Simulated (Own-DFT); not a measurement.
# Strain and stress in grey tin, 32 atoms (Sn32)

Calculated results; nothing here was measured. They come from Own-DFT, an in-house plane-wave density functional program, since retired, whose code no person has reviewed. Each row is one single-point run on a periodic cell that was not relaxed, without spin or spin-orbit coupling.

Settings of every run: PBE; PseudoDojo norm-conserving scalar-relativistic files; cutoff 42 hartree; 3 x 3 x 5 k mesh centred on Gamma; cold (Marzari-Vanderbilt) smearing of 0.2 eV.

Known limits: forces on such cells failed a check on a denser k mesh; stress not checked against mesh or cutoff.

Unstrained cell vectors in Å: (12.978, 0.000, 0.000); (0.000, 12.978, 0.000); (0.000, 0.000, 6.489). The unstrained cell has measured lattice constants (interpolated for alloys), not those of this functional. That, the random moves and any unrelaxed bonds set the pressure at no strain. Each run strains this cell uniformly, with the atoms carried along. Every atom was also moved at random, by a Gaussian of width 0.05 Å on each axis. Strain is the symmetric tensor, in per cent. Stress is positive in tension, and the pressure is minus a third of its trace.

| run | e_xx (%) | e_yy (%) | e_zz (%) | s_xx (GPa) | s_yy (GPa) | s_zz (GPa) | P (GPa) | E (meV/atom) |
|---|---|---|---|---|---|---|---|---|
| 1 | 1.50 | 1.50 | 0.00 | -1.98 | -2.01 | -2.39 | 2.13 | 4.1 |
| 2 | -3.00 | -3.00 | 0.00 | -7.57 | -7.58 | -6.71 | 7.29 | 95.8 |
| 3 | -1.75 | -1.75 | 0.00 | -5.75 | -5.71 | -5.13 | 5.53 | 51.9 |
| 4 | 0.50 | 0.50 | 0.00 | -2.97 | -3.00 | -3.12 | 3.03 | 11.6 |
| 5 | -0.75 | -0.75 | 0.00 | -4.39 | -4.41 | -4.28 | 4.36 | 32.2 |
| 6 | 2.00 | 2.00 | 0.00 | -1.48 | -1.53 | -2.03 | 1.68 | 0.0 |
| 7 | -2.25 | -2.25 | 0.00 | -6.40 | -6.48 | -5.81 | 6.23 | 70.9 |
| 8 | -0.25 | -0.25 | 0.00 | ? | ? | ? | ? | ? |

E is the free energy for each atom above the lowest run shown.

## Worked fit

The change of volume is close to e_xx + e_yy + e_zz. A straight line through the runs shown gives P = 3.75 - 56 x (fractional change of volume) GPa, with an error of 2 on the slope and a scatter of 0.20 GPa. The strain isn't the same on all axes, but the crystal is cubic, so the slope still estimates the bulk modulus, averaged over pressures from 1.7 to 7.3 GPa.

## Withheld run

Question: what pressure should run 8 give? Its volume changes by -0.50 %.

The line gives 4.0 GPa. The calculation gave 3.84 GPa.
